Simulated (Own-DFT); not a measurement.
# Two functionals across a range of volumes: C11b WSi2, 30 atoms (Si20W10)

Everything here is calculated. The program is Own-DFT (plane waves, in-house, since retired, never reviewed by a person); positions were held fixed, and spin and spin-orbit coupling were off.

Caveats: forces on such cells failed a check on a denser k mesh; stress not checked against mesh or cutoff.

Each geometry was run with PBE and with PBEsol, otherwise alike: PseudoDojo norm-conserving scalar-relativistic files made for PBE; cutoff 50 hartree; 5 x 5 x 5 k mesh centred on Gamma; cold (Marzari-Vanderbilt) smearing of 0.2 eV. Unstrained cell vectors in Å: (-2.149, -5.953, 3.409); (-6.444, 2.976, 1.136); (-2.553, -2.948, -6.757). Each has a uniform strain, of which the change of volume is shown, and random moves of rms u per axis.

| run | volume change (%) | u (Å) | P with PBE (GPa) | P with PBEsol (GPa) |
|---|---|---|---|---|
| 1 | -0.38 | 0.0460 | 6.87 | 2.76 |
| 2 | 0.18 | 0.0501 | 5.72 | 1.65 |
| 3 | 1.90 | 0.0524 | 3.28 | -0.70 |
| 4 | -0.10 | 0.0492 | 7.08 | 2.97 |
| 5 | 2.85 | 0.0508 | 0.17 | -3.77 |
| 6 | 2.14 | 0.0539 | 1.71 | -2.28 |
| 7 | 0.48 | 0.0522 | 6.26 | 2.19 |
| 8 | -3.45 | 0.0451 | 15.54 | 11.25 |
| 9 | -2.13 | 0.0524 | 12.01 | 7.81 |
| 10 | 1.56 | 0.0530 | 2.33 | -1.68 |
| 11 | 1.45 | 0.0453 | 2.10 | ? |

The question: by how much does PBEsol shrink this cell, and what belongs in the blank?

## Worked answer

Write v for the change of volume as a fraction. Fitted to v and u², the PBE pressure has a slope of -245 ± 14 GPa in v, with the ions held to the strained lattice. The difference PBEsol less PBE is -4.09 + 5.4 v GPa (slope ± 0.2) and averages -4.08 GPa. Divided by the mean slope of the two, 243 GPa, that makes PBEsol's volume at a given pressure, near 4 GPa, about 1.7 % smaller, or 0.56 % in lengths. At one volume PBEsol's slope is the smaller by 5 GPa, but its pressure there is lower too. If stiffness rises by about 4 GPa for each GPa, PBEsol at equal pressure is stiffer by about 11 GPa. Files made for PBEsol would give a different shift.

For run 11 the line gives -1.91 GPa. The calculation gave -1.91 GPa.
